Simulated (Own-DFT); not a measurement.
# Around an empty site: 2H SiC, 71 atoms (C35Si36), with one C vacancy

All numbers below are calculated, not measured. They come from Own-DFT, an in-house plane-wave density functional program, since retired, whose code no person has reviewed. Each row is one single-point run on a periodic cell that was not relaxed, without spin or spin-orbit coupling.

Settings of every run: PBE; PseudoDojo norm-conserving scalar-relativistic files; cutoff 42 hartree; 4 x 4 x 3 k mesh centred on Gamma; Fermi-Dirac smearing of 0.1 eV.

Known limits: not probed for a lower state with spin; forces on such cells moved up to 12 meV/angstrom on a denser k mesh; stress not checked against mesh or cutoff.

Cell vectors in Å: (9.248, 0.000, 0.000); (-4.624, 8.009, 0.000); (0.000, 0.000, 10.068). Every atom was also moved at random, by a Gaussian of width 0.03 Å on each axis. The defect's site can differ from row to row. The empty site has 4 nearest neighbours, all Si. For each, d is its distance from the empty site and R the part of its force along the line away from it, positive outwards. The last column is the rms force component on atoms over 4.5 Å away.

| run | d1 (Å) | d2 (Å) | d3 (Å) | d4 (Å) | R1 (eV/Å) | R2 (eV/Å) | R3 (eV/Å) | R4 (eV/Å) | far F (eV/Å) |
|---|---|---|---|---|---|---|---|---|---|
| 1 | 1.845 | 1.849 | 1.863 | 1.904 | -0.06 | 0.00 | 0.23 | -0.41 | 0.84 |
| 2 | 1.867 | 1.884 | 1.884 | 1.920 | -0.17 | -0.04 | -0.36 | -1.06 | 0.97 |
| 3 | 1.856 | 1.912 | 1.928 | 1.942 | 0.03 | -0.85 | -0.27 | -1.14 | 0.76 |
| 4 | 1.845 | 1.888 | 1.891 | 1.895 | -0.42 | -0.49 | -0.34 | -0.58 | 0.85 |
| 5 | 1.841 | 1.875 | 1.904 | 1.906 | -0.47 | -0.63 | -0.74 | -1.02 | 0.83 |
| 6 | 1.837 | 1.859 | 1.899 | 1.939 | -0.11 | 0.18 | -0.48 | -0.75 | 0.98 |
| 7 | 1.877 | 1.879 | 1.901 | 1.907 | -0.34 | -0.31 | -0.51 | -0.47 | 0.87 |
| 8 | 1.848 | 1.849 | 1.876 | 1.884 | -0.40 | -0.12 | -0.26 | -0.18 | 1.02 |
| 9 | 1.853 | 1.878 | 1.881 | 1.889 | ? | ? | ? | ? | ? |

## Worked fit

A straight line through the 32 neighbours shown gives R = -0.39 - 8.0 (d - 1.883) eV/Å, with a scatter of 0.25 left by the moves of the other atoms. The slope, with an error of 1.5, is the pull back towards the neighbour's own site. The constant, -0.39 ± 0.04 eV/Å, is the force at the mean distance: with one bond gone, the neighbours are pushed inwards, towards the empty site. It shows how a relaxation would start, not where it would end, and it depends somewhat on the width of the random moves.

## Withheld run

Question: what mean R should the neighbours of run 9 feel? Their mean d is 1.875 Å.

The line gives -0.33 ± 0.16 eV/Å, by the scatter of the means of the runs shown. The calculation gave R = 0.06, -0.46, -0.68, -0.18, a mean of -0.32 eV/Å.
